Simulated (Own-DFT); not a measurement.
## Calculated data, GaP (zincblende, strongly disordered by large displacements), InAs (zincblende, strongly disordered by large displacements)

Computed with Own-DFT development build. A calculation, not a measurement: plane-wave PBE density functional theory by an unreviewed code, no spin, of a simulated periodic cell, stress positive in tension, free energy of the whole cell less one offset for each atom, forces on such cells passed a denser k mesh, this cell's mesh not checked; broken bonds can close the gap or carry spin, so checks made on this kind of crystal may not hold here; offsets are fitted by least squares, one for each functional and potential file, so energies compare only between cells with the same atoms and settings and are not formation energies; the far tail of each file's local potential was reset to the Coulomb form; each entry is a single point on an unrelaxed cell, so the pressure reflects the starting lattice, mostly measured values (interpolated for alloys), from which strain is counted, and rises with the displacements; printed positions are rounded, which can move forces by about a meV/angstrom; the program, named Own-DFT, is a retired in-house code; no spin-orbit coupling.

Settings shared by all entries: functional PBE; potential files PseudoDojo norm-conserving, scalar-relativistic, standard set; wave cutoff 42 hartree; occupations Fermi-Dirac; smearing width 0.1 eV; k mesh 3 x 3 x 3 centred on Gamma.

(1) 
```cif
# cell vector a (Å): 10.9010 0.0000 0.0000
# cell vector b (Å): 0.0000 10.9010 0.0000
# cell vector c (Å): 0.0000 0.0000 10.9010
data_GaP
_symmetry_space_group_name_H-M 'P 1'
_symmetry_Int_Tables_number 1
_cell_length_a 10.9010
_cell_length_b 10.9010
_cell_length_c 10.9010
_cell_angle_alpha 90.000
_cell_angle_beta 90.000
_cell_angle_gamma 90.000
_cell_volume 1295.39
loop_
_atom_site_label
_atom_site_type_symbol
_atom_site_fract_x
_atom_site_fract_y
_atom_site_fract_z
_atom_site_occupancy
Ga1 Ga 0.97639 0.01448 0.00000 1
Ga2 Ga 0.98621 0.26644 0.23520 1
Ga3 Ga 0.24543 0.01680 0.23727 1
Ga4 Ga 0.25005 0.23269 0.98194 1
P1 P 0.14045 0.11232 0.12423 1
P2 P 0.11396 0.38696 0.38328 1
P3 P 0.37887 0.11592 0.35694 1
P4 P 0.38818 0.35948 0.12745 1
Ga5 Ga 0.99828 0.02566 0.52148 1
Ga6 Ga 0.00719 0.25475 0.73400 1
Ga7 Ga 0.23848 0.99108 0.74244 1
Ga8 Ga 0.28389 0.23317 0.49500 1
P5 P 0.11944 0.13275 0.64032 1
P6 P 0.12667 0.37283 0.87734 1
P7 P 0.36565 0.14289 0.87930 1
P8 P 0.35466 0.38365 0.62196 1
Ga9 Ga 0.99928 0.51995 0.99356 1
Ga10 Ga 0.97755 0.74397 0.22862 1
Ga11 Ga 0.24796 0.50063 0.23419 1
Ga12 Ga 0.22794 0.74567 0.97453 1
P9 P 0.12327 0.65155 0.15024 1
P10 P 0.11080 0.88995 0.33679 1
P11 P 0.38538 0.64560 0.36556 1
P12 P 0.38216 0.83893 0.14265 1
Ga13 Ga 0.01142 0.51227 0.48094 1
Ga14 Ga 0.97383 0.73245 0.72678 1
Ga15 Ga 0.24223 0.51076 0.75189 1
Ga16 Ga 0.24423 0.76756 0.51432 1
P13 P 0.14238 0.64251 0.61946 1
P14 P 0.11460 0.86295 0.90129 1
P15 P 0.33836 0.63274 0.84046 1
P16 P 0.34215 0.84874 0.64150 1
Ga17 Ga 0.52456 0.00552 0.98454 1
Ga18 Ga 0.48201 0.22825 0.22065 1
Ga19 Ga 0.69778 0.03830 0.24299 1
Ga20 Ga 0.74239 0.28314 0.01687 1
P17 P 0.64046 0.14418 0.08658 1
P18 P 0.61408 0.35997 0.36979 1
P19 P 0.83735 0.13984 0.36778 1
P20 P 0.87999 0.40429 0.11957 1
Ga21 Ga 0.47648 0.04982 0.51981 1
Ga22 Ga 0.51243 0.24443 0.73829 1
Ga23 Ga 0.73823 0.98942 0.76229 1
Ga24 Ga 0.76454 0.26067 0.50298 1
P21 P 0.66376 0.14393 0.60122 1
P22 P 0.64743 0.40406 0.88835 1
P23 P 0.86493 0.10541 0.89127 1
P24 P 0.88729 0.38631 0.62094 1
Ga25 Ga 0.48073 0.48609 0.99606 1
Ga26 Ga 0.52010 0.79016 0.25343 1
Ga27 Ga 0.76486 0.48200 0.26480 1
Ga28 Ga 0.74889 0.74991 0.99970 1
P25 P 0.62146 0.62428 0.13481 1
P26 P 0.60562 0.88821 0.37783 1
P27 P 0.86687 0.63853 0.36228 1
P28 P 0.85149 0.86365 0.09190 1
Ga29 Ga 0.44308 0.50422 0.50396 1
Ga30 Ga 0.46573 0.74128 0.76332 1
Ga31 Ga 0.70900 0.51117 0.72206 1
Ga32 Ga 0.73257 0.74044 0.50202 1
P29 P 0.60291 0.64555 0.64520 1
P30 P 0.59101 0.88886 0.86646 1
P31 P 0.83953 0.60971 0.90467 1
P32 P 0.86526 0.85022 0.61944 1
_calc_hardware 'one NVIDIA H100'
_calc_free_energy_of_cell_above_offsets '0.939'  # eV
_calc_pressure 10.52  # GPa
_calc_stress_xx -9.83  # GPa
_calc_stress_yy -11.33  # GPa
_calc_stress_zz -10.39  # GPa
_calc_stress_yz 0.2  # GPa
_calc_stress_xz -1.56  # GPa
_calc_stress_xy 1.26  # GPa
_calc_wall_time 567.4  # s
```

Force:
```csv
element,x (eV/Å),y (eV/Å),z (eV/Å)
Ga,4.647,-4.1,3.78
Ga,0.906,-1.086,1.317
Ga,3.01,-5.05,2.428
Ga,-3.745,3.812,4.553
P,-4.948,4.281,-3.926
P,3.013,-3.471,-2.985
P,-0.413,0.197,-0.477
P,-4.365,2.894,-2.183
Ga,-1.731,-2.308,-3.046
Ga,-2.328,1.848,3.185
Ga,-0.496,0.373,2.703
Ga,-2.758,1.289,0.415
P,3.346,-1.261,-2.047
P,-0.863,0.989,-0.145
P,5.092,-4.924,-4.978
P,0.145,-2.66,2.498
Ga,1.821,0.058,0.519
Ga,-2.075,3.37,0.744
Ga,0.423,-0.057,1.603
Ga,3.725,-3.194,4.551
P,2.703,-2.963,-3.735
P,-0.471,-0.17,3.047
P,-1.403,-0.195,0.169
P,-4.183,3.609,-4.578
Ga,-1.959,2.873,2.362
Ga,1.943,-1.706,3.213
Ga,-3.94,-5.107,-3.081
Ga,-1.922,-1.111,-8.116
P,-3.826,-2.774,0.694
P,-4.519,5.228,-4.464
P,2.102,-0.104,7.19
P,4.245,5.105,2.083
Ga,-4.56,3.458,4.23
Ga,3.909,-1.282,2.022
Ga,1.731,-2.468,1.775
Ga,3.702,1.768,-1.769
P,-3.714,-2.151,1.554
P,-0.228,0.695,0.418
P,3.459,-1.398,-1.531
P,0.608,-1.645,-0.374
Ga,1.771,-2.475,1.315
Ga,0.006,0.928,0.641
Ga,0.887,0.108,-1.709
Ga,1.251,5.133,-2.233
P,-4.655,-4.382,4.716
P,-2.505,-0.694,-1.823
P,-3.189,5.191,-4.454
P,-1.004,1.347,-0.076
Ga,1.074,2.087,-0.289
Ga,0.626,-5.848,-1.467
Ga,-2.558,1.023,0.431
Ga,-5.786,-2.109,-1.696
P,-0.284,-0.016,-0.285
P,3.162,3.86,4.807
P,-0.462,-1.194,2.001
P,3.647,5.16,5.207
Ga,3.268,1.798,-2.385
Ga,3.83,3.269,-0.849
Ga,3.883,-2.715,1.913
Ga,-0.371,0.682,-1.169
P,-1.721,1.016,-3.297
P,2.591,-5.54,-3.655
P,1.467,-1.194,-4.624
P,-1.013,3.904,-0.64
```

(2) 
```cif
# cell vector a (Å): 10.9010 0.0000 0.0000
# cell vector b (Å): 0.0000 10.9010 0.0000
# cell vector c (Å): 0.0000 0.0000 10.9010
data_GaP
_symmetry_space_group_name_H-M 'P 1'
_symmetry_Int_Tables_number 1
_cell_length_a 10.9010
_cell_length_b 10.9010
_cell_length_c 10.9010
_cell_angle_alpha 90.000
_cell_angle_beta 90.000
_cell_angle_gamma 90.000
_cell_volume 1295.39
loop_
_atom_site_label
_atom_site_type_symbol
_atom_site_fract_x
_atom_site_fract_y
_atom_site_fract_z
_atom_site_occupancy
Ga1 Ga 0.98203 0.97810 0.98801 1
Ga2 Ga 0.96977 0.17302 0.26176 1
Ga3 Ga 0.21738 0.05859 0.23419 1
Ga4 Ga 0.26863 0.25505 0.96021 1
P1 P 0.18691 0.15188 0.08226 1
P2 P 0.09728 0.32749 0.36095 1
P3 P 0.38741 0.19304 0.38041 1
P4 P 0.35650 0.39768 0.12273 1
Ga5 Ga 0.04841 0.04012 0.52410 1
Ga6 Ga 0.04943 0.22037 0.79963 1
Ga7 Ga 0.22545 0.92505 0.79957 1
Ga8 Ga 0.19089 0.25119 0.49127 1
P5 P 0.15368 0.13535 0.67067 1
P6 P 0.11449 0.37648 0.85055 1
P7 P 0.34407 0.06796 0.86276 1
P8 P 0.37094 0.36662 0.59699 1
Ga9 Ga 0.99007 0.47168 0.01156 1
Ga10 Ga 0.00266 0.73857 0.24857 1
Ga11 Ga 0.21001 0.54652 0.27945 1
Ga12 Ga 0.18726 0.73740 0.97120 1
P9 P 0.09661 0.62647 0.11599 1
P10 P 0.13991 0.88177 0.39682 1
P11 P 0.36867 0.61744 0.31098 1
P12 P 0.43091 0.87081 0.17524 1
Ga13 Ga 0.98270 0.52916 0.53901 1
Ga14 Ga 0.98774 0.75110 0.77136 1
Ga15 Ga 0.23229 0.49220 0.73558 1
Ga16 Ga 0.24281 0.75492 0.48052 1
P13 P 0.13968 0.62955 0.61292 1
P14 P 0.10078 0.87398 0.90893 1
P15 P 0.31787 0.64227 0.86846 1
P16 P 0.34477 0.86430 0.60111 1
Ga17 Ga 0.48632 0.93788 0.02534 1
Ga18 Ga 0.52837 0.23456 0.25742 1
Ga19 Ga 0.76066 0.03459 0.21221 1
Ga20 Ga 0.75394 0.25098 0.99186 1
P17 P 0.60037 0.11159 0.14462 1
P18 P 0.69368 0.37493 0.39193 1
P19 P 0.85420 0.14992 0.40607 1
P20 P 0.88209 0.35621 0.08481 1
Ga21 Ga 0.49711 0.98308 0.55610 1
Ga22 Ga 0.48949 0.22836 0.72156 1
Ga23 Ga 0.73732 0.99610 0.71685 1
Ga24 Ga 0.82087 0.23711 0.55423 1
P21 P 0.59906 0.15282 0.60543 1
P22 P 0.61223 0.40938 0.84609 1
P23 P 0.89253 0.09941 0.90117 1
P24 P 0.92194 0.37603 0.59524 1
Ga25 Ga 0.52423 0.45022 0.10532 1
Ga26 Ga 0.55789 0.79118 0.26434 1
Ga27 Ga 0.72433 0.49998 0.25925 1
Ga28 Ga 0.72135 0.77170 0.05018 1
P25 P 0.65398 0.64821 0.15699 1
P26 P 0.63437 0.90010 0.38447 1
P27 P 0.87344 0.61405 0.37027 1
P28 P 0.89408 0.93823 0.14810 1
Ga29 Ga 0.45499 0.52562 0.50627 1
Ga30 Ga 0.48777 0.79534 0.72588 1
Ga31 Ga 0.80557 0.52342 0.73791 1
Ga32 Ga 0.71365 0.72209 0.50718 1
P29 P 0.60731 0.57342 0.64261 1
P30 P 0.65711 0.86399 0.85903 1
P31 P 0.86394 0.62617 0.89790 1
P32 P 0.84008 0.85515 0.63234 1
_calc_hardware 'one NVIDIA H100'
_calc_free_energy_of_cell_above_offsets '34.789'  # eV
_calc_pressure 17.69  # GPa
_calc_stress_xx -17.82  # GPa
_calc_stress_yy -18.01  # GPa
_calc_stress_zz -17.23  # GPa
_calc_stress_yz 2.3  # GPa
_calc_stress_xz 2.39  # GPa
_calc_stress_xy -1.4  # GPa
_calc_wall_time 651.2  # s
```

Force:
```csv
element,x (eV/Å),y (eV/Å),z (eV/Å)
Ga,1.012,0.438,4.248
Ga,3.681,1.922,-4.142
Ga,2.279,-2.962,5.586
Ga,3.364,4.162,-3.502
P,-5.289,-2.309,0.286
P,-3.182,4.247,-5.072
P,-3.002,-2.333,2.055
P,-6.359,-2.368,0.306
Ga,-2.038,-1.698,-1.13
Ga,-6.304,-4.617,0.315
Ga,5.937,2.081,-7.546
Ga,5.142,-1.61,4.791
P,2.822,-2.81,-2.84
P,2.295,5.96,3.968
P,3.515,2.273,1.226
P,-2.316,-0.986,1.129
Ga,4.354,5.383,-4.162
Ga,-1.717,2.464,2.337
Ga,-6.209,-4.727,-1.287
Ga,3.863,-6.152,4.05
P,0.551,-1.549,-0.177
P,-3.87,4.211,-4.134
P,6.806,3.329,3.676
P,-10.4,0.912,2.187
Ga,1.771,6.466,-4.599
Ga,-0.848,-0.476,-1.332
Ga,2.222,0.185,-0.675
Ga,2.234,-5.379,-0.777
P,-0.902,1.172,1.054
P,-5.538,-0.042,-0.912
P,3.14,-0.579,-1.414
P,-0.428,1.805,2.608
Ga,2.824,4.017,-8.473
Ga,-0.191,5.21,2.46
Ga,-3.608,2.564,4.758
Ga,-3.154,-1.524,-2.168
P,0.517,-1.729,-6.037
P,-2.7,-3.406,2.204
P,-0.921,-6.165,-3.529
P,-3.109,-3.793,6.938
Ga,1.093,0.938,-2.875
Ga,-4.485,4.133,6.072
Ga,-0.756,2.941,1.506
Ga,-6.307,-1.082,4.278
P,6.265,-3.279,-4.078
P,0.237,-1.503,1.052
P,-4.951,6.878,-6.058
P,0.998,-1.195,6.196
Ga,6.587,2.553,-2.246
Ga,1.991,-6.473,0.782
Ga,3.021,0.131,-1.644
Ga,3.769,4.896,-5.548
P,-3.797,-4.713,1.814
P,2.863,3.045,5.663
P,0.235,0.889,0.819
P,3.94,-6.565,1.546
Ga,0.649,0.401,-1.774
Ga,1.628,-2.83,2.218
Ga,-1.632,-2.098,-0.939
Ga,0.601,0.306,-0.276
P,0.075,2.11,-0.007
P,-2.26,-0.157,1.272
P,1.021,0.721,1.416
P,2.968,-1.639,-1.461
```

(3) 
```cif
# cell vector a (Å): 12.1166 0.0000 0.0000
# cell vector b (Å): 0.0000 12.1166 0.0000
# cell vector c (Å): 0.0000 0.0000 12.1166
data_InAs
_symmetry_space_group_name_H-M 'P 1'
_symmetry_Int_Tables_number 1
_cell_length_a 12.1166
_cell_length_b 12.1166
_cell_length_c 12.1166
_cell_angle_alpha 90.000
_cell_angle_beta 90.000
_cell_angle_gamma 90.000
_cell_volume 1778.86
loop_
_atom_site_label
_atom_site_type_symbol
_atom_site_fract_x
_atom_site_fract_y
_atom_site_fract_z
_atom_site_occupancy
In1 In 0.97032 0.00696 0.99452 1
In2 In 0.97882 0.25373 0.23051 1
In3 In 0.24617 0.01232 0.24552 1
In4 In 0.24029 0.23771 0.00439 1
As1 As 0.14750 0.15068 0.13954 1
As2 As 0.10437 0.37973 0.37563 1
As3 As 0.39555 0.10677 0.36155 1
As4 As 0.38202 0.36589 0.10421 1
In5 In 0.97211 0.99174 0.49920 1
In6 In 0.00881 0.22450 0.74847 1
In7 In 0.24883 0.98091 0.73507 1
In8 In 0.24013 0.22566 0.51108 1
As5 As 0.13302 0.13249 0.63193 1
As6 As 0.10260 0.38592 0.87532 1
As7 As 0.37229 0.13166 0.85887 1
As8 As 0.36857 0.38685 0.62229 1
In9 In 0.00357 0.50978 0.02003 1
In10 In 0.01462 0.74332 0.25993 1
In11 In 0.25282 0.49633 0.24762 1
In12 In 0.25019 0.75173 0.97416 1
As9 As 0.11346 0.63274 0.10702 1
As10 As 0.12976 0.86716 0.35386 1
As11 As 0.36812 0.63351 0.36396 1
As12 As 0.35812 0.84568 0.13860 1
In13 In 0.97490 0.50012 0.48323 1
In14 In 0.01204 0.77089 0.78524 1
In15 In 0.25894 0.50245 0.76332 1
In16 In 0.22418 0.74135 0.51302 1
As13 As 0.12565 0.59463 0.62738 1
As14 As 0.11880 0.89491 0.87460 1
As15 As 0.37670 0.62625 0.89002 1
As16 As 0.39127 0.87648 0.65142 1
In17 In 0.50979 0.02429 0.01439 1
In18 In 0.48353 0.21850 0.23403 1
In19 In 0.76741 0.00262 0.25586 1
In20 In 0.75907 0.25573 0.01102 1
As17 As 0.62118 0.13075 0.14393 1
As18 As 0.60703 0.38377 0.35533 1
As19 As 0.88713 0.16174 0.37701 1
As20 As 0.88248 0.39268 0.09826 1
In21 In 0.51982 0.98174 0.49567 1
In22 In 0.49421 0.23466 0.74753 1
In23 In 0.76989 0.00505 0.76038 1
In24 In 0.76090 0.26413 0.48872 1
As21 As 0.64810 0.13595 0.61678 1
As22 As 0.62985 0.40029 0.87999 1
As23 As 0.88537 0.12410 0.84557 1
As24 As 0.88314 0.38070 0.60603 1
In25 In 0.52738 0.52095 0.98309 1
In26 In 0.49310 0.73103 0.24548 1
In27 In 0.73624 0.50820 0.23861 1
In28 In 0.74583 0.73756 0.01118 1
As25 As 0.62844 0.61382 0.13444 1
As26 As 0.62459 0.85925 0.40194 1
As27 As 0.87870 0.66505 0.36074 1
As28 As 0.87962 0.89457 0.12201 1
In29 In 0.47796 0.51529 0.48173 1
In30 In 0.50561 0.73649 0.74409 1
In31 In 0.74369 0.52416 0.75757 1
In32 In 0.77079 0.75200 0.50984 1
As29 As 0.65012 0.62588 0.63241 1
As30 As 0.61327 0.88308 0.85539 1
As31 As 0.86828 0.61366 0.89821 1
As32 As 0.88029 0.86591 0.61940 1
_calc_hardware 'one NVIDIA H200'
_calc_free_energy_of_cell_above_offsets '-5.846'  # eV
_calc_pressure 8.26  # GPa
_calc_stress_xx -8.72  # GPa
_calc_stress_yy -7.89  # GPa
_calc_stress_zz -8.16  # GPa
_calc_stress_yz 0.84  # GPa
_calc_stress_xz 2.18  # GPa
_calc_stress_xy -1.4  # GPa
_calc_wall_time 1325  # s
```

Force:
```csv
element,x (eV/Å),y (eV/Å),z (eV/Å)
In,2.491,1.658,-0.545
In,1.982,1.606,-1.019
In,0.833,-1.893,0.354
In,1.972,2.972,-4.218
As,-4.069,-1.929,1.705
As,1.471,-0.931,-0.982
As,-2.144,-1.301,3.555
As,0.184,0.946,0.499
In,2.338,1.601,-1.806
In,1.188,5.148,-0.919
In,-0.652,1.941,0.914
In,2.957,3.385,-3.596
As,-1.268,-4.42,0.407
As,1.092,-1.022,-0.191
As,-1.67,-1.936,2.315
As,0.594,-1.284,-0.226
In,0.961,-0.305,-3.716
In,1.184,0.762,-3.925
In,-0.597,-0.887,-0.741
In,-1.328,1.382,1.702
As,3.435,2.295,2.293
As,0.951,2.415,2.732
As,-2.291,0.406,1.101
As,0.001,2.125,-1.159
In,1.099,2.274,-1.078
In,-2.979,-4.454,-3.065
In,-0.496,-0.874,0.25
In,1.077,0.684,-0.222
As,-1.214,1.289,0.381
As,2.323,2.423,2.654
As,1.062,-0.535,-1.801
As,0.109,-0.686,-3.102
In,-1.587,-2.176,-2.006
In,-1.62,5.432,0.317
In,-1.068,0.554,1.48
In,-1.291,-0.509,-1.339
As,5.012,-1.368,-1.707
As,0.323,-0.863,0.692
As,-0.152,-3.753,0.157
As,-2.944,-2.396,3.455
In,-2.245,3.332,2.82
In,2.003,2.484,-1.861
In,-3.584,-3.09,-2.858
In,-2.742,1.514,0.277
As,-0.853,-0.89,0.485
As,1.358,-4.255,-2.023
As,-1.167,1.364,4.832
As,-1.137,-0.859,3.551
In,-2.564,0.228,2.244
In,1.748,1.426,0.016
In,3.823,-3.079,3.27
In,-0.324,2.222,-0.548
As,-2.663,3.7,-2.218
As,2.292,-2.392,-3.999
As,-2.97,-3.994,1.251
As,-0.863,-3.179,1.352
In,1.706,-1.433,1.385
In,0.277,-0.82,0.71
In,2.743,-3.108,1.344
In,-2.128,-1.163,-0.666
As,-3.146,1.576,-3.62
As,1.014,0.376,1.908
As,1.161,1.447,-1.176
As,0.992,0.816,3.927
```

(4) 
```cif
# cell vector a (Å): 12.1166 0.0000 0.0000
# cell vector b (Å): 0.0000 12.1166 0.0000
# cell vector c (Å): 0.0000 0.0000 12.1166
data_InAs
_symmetry_space_group_name_H-M 'P 1'
_symmetry_Int_Tables_number 1
_cell_length_a 12.1166
_cell_length_b 12.1166
_cell_length_c 12.1166
_cell_angle_alpha 90.000
_cell_angle_beta 90.000
_cell_angle_gamma 90.000
_cell_volume 1778.86
loop_
_atom_site_label
_atom_site_type_symbol
_atom_site_fract_x
_atom_site_fract_y
_atom_site_fract_z
_atom_site_occupancy
In1 In 0.02184 0.02936 0.00650 1
In2 In 0.00269 0.26378 0.24885 1
In3 In 0.23831 0.99567 0.27022 1
In4 In 0.23229 0.25235 0.99177 1
As1 As 0.10433 0.14176 0.11235 1
As2 As 0.13628 0.40377 0.37931 1
As3 As 0.35606 0.14282 0.35351 1
As4 As 0.38191 0.36205 0.08952 1
In5 In 0.00030 0.00787 0.50790 1
In6 In 0.99320 0.26423 0.75997 1
In7 In 0.22995 0.00487 0.78992 1
In8 In 0.21556 0.24001 0.47083 1
As5 As 0.13033 0.13312 0.64295 1
As6 As 0.10770 0.38342 0.88460 1
As7 As 0.37750 0.12437 0.86396 1
As8 As 0.36698 0.36735 0.65589 1
In9 In 0.98542 0.47523 0.00900 1
In10 In 0.99826 0.76633 0.26803 1
In11 In 0.26973 0.45759 0.28190 1
In12 In 0.24537 0.77298 0.97939 1
As9 As 0.12021 0.65590 0.12416 1
As10 As 0.13029 0.85479 0.38547 1
As11 As 0.37588 0.60398 0.36590 1
As12 As 0.35223 0.87241 0.11039 1
In13 In 0.02219 0.52820 0.48859 1
In14 In 0.01191 0.74859 0.75653 1
In15 In 0.22938 0.51437 0.72489 1
In16 In 0.26002 0.76438 0.48834 1
As13 As 0.14190 0.59839 0.59691 1
As14 As 0.11635 0.85344 0.87317 1
As15 As 0.39488 0.62296 0.86398 1
As16 As 0.37714 0.87485 0.64535 1
In17 In 0.52483 0.99269 0.99501 1
In18 In 0.51985 0.23725 0.24779 1
In19 In 0.74857 0.00196 0.24272 1
In20 In 0.73323 0.23822 0.00529 1
As17 As 0.65650 0.13591 0.13083 1
As18 As 0.61784 0.36244 0.38188 1
As19 As 0.85385 0.10357 0.38786 1
As20 As 0.89211 0.38121 0.12915 1
In21 In 0.51196 0.99624 0.50874 1
In22 In 0.49479 0.26162 0.77050 1
In23 In 0.73361 0.98679 0.73019 1
In24 In 0.73537 0.25931 0.49337 1
As21 As 0.61261 0.09060 0.61601 1
As22 As 0.60000 0.37849 0.85399 1
As23 As 0.87600 0.14177 0.86556 1
As24 As 0.86788 0.38625 0.64502 1
In25 In 0.50278 0.49931 0.00420 1
In26 In 0.50382 0.75788 0.26975 1
In27 In 0.74076 0.49081 0.23654 1
In28 In 0.77876 0.77419 0.98678 1
As25 As 0.64094 0.63882 0.11511 1
As26 As 0.62028 0.88572 0.36345 1
As27 As 0.87063 0.62043 0.37567 1
As28 As 0.85623 0.86076 0.11314 1
In29 In 0.48064 0.48576 0.49439 1
In30 In 0.50867 0.74292 0.75733 1
In31 In 0.72744 0.50204 0.75853 1
In32 In 0.76205 0.75943 0.49180 1
As29 As 0.65297 0.63165 0.62983 1
As30 As 0.63498 0.85967 0.85917 1
As31 As 0.88315 0.62071 0.87251 1
As32 As 0.88189 0.87574 0.65042 1
_calc_hardware 'one NVIDIA H200'
_calc_free_energy_of_cell_above_offsets '1.588'  # eV
_calc_pressure 9.6  # GPa
_calc_stress_xx -9.83  # GPa
_calc_stress_yy -8.84  # GPa
_calc_stress_zz -10.12  # GPa
_calc_stress_yz 0.05  # GPa
_calc_stress_xz -3.19  # GPa
_calc_stress_xy -2.51  # GPa
_calc_wall_time 1157  # s
```

Force:
```csv
element,x (eV/Å),y (eV/Å),z (eV/Å)
In,-5.434,-5.912,-5.276
In,-0.099,-0.937,2.084
In,0.037,-0.217,-2.02
In,1.12,-0.3,-0.873
As,4.568,3.387,5.805
As,-6.861,-3.953,2.72
As,1.547,-0.726,0.759
As,-0.366,-0.654,3.057
In,0.459,-0.607,1.022
In,0.627,0.167,-1.429
In,0.47,-0.419,-2.026
In,0.846,-0.388,2.443
As,-0.624,0.039,-0.824
As,2.278,0.378,-1.824
As,0.142,-0.455,2.271
As,-0.935,0.41,-2.904
In,2.697,5.933,-2.84
In,-1.638,-1.694,-2.356
In,5.875,2.116,-7.597
In,2.495,-4.457,1.509
As,0.125,-1.449,-0.096
As,-2.117,3.662,-0.291
As,0.484,2.927,0.23
As,2.605,1.809,2.531
In,-7.03,-2.624,-2.705
In,-1.821,-3.031,-2.84
In,4.283,-3.653,6.759
In,3.168,-2.472,2.851
As,1.125,8.195,0.12
As,-1.45,4.604,0.539
As,-3.007,-0.823,1.143
As,-0.595,0.309,-0.909
In,-1.156,0.117,0.341
In,-1.809,0.615,-0.82
In,1.265,-1.949,-0.122
In,3.556,4.555,-5.318
As,-4.12,-3.244,2.376
As,-1.164,2.391,-1.89
As,1.317,1.713,-0.095
As,-5.347,-3.021,3.3
In,-5.98,-4.134,-4.64
In,-2.543,-4.884,-3.812
In,1.429,0.849,1.806
In,2.425,-1.995,3.075
As,3.579,7.55,4
As,4.381,2.767,5.009
As,-1.606,-2.362,1.13
As,0.027,0.012,-2.164
In,0.695,1.664,-0.119
In,-1.55,-1.997,-2.573
In,0.078,0.411,0.533
In,-4.032,-5.642,-6.5
As,-0.846,-0.192,0.124
As,1.153,0.45,1.486
As,-0.002,0.055,-0.874
As,5.559,6.08,7.673
In,0.923,-0.204,2.463
In,0.139,-0.226,-2.494
In,2.231,-0.015,0.443
In,-0.046,0.437,0.839
As,-2.321,0.977,-1.953
As,0.259,1.209,1.74
As,-0.35,-0.668,0.32
As,0.882,-0.481,-2.318
```
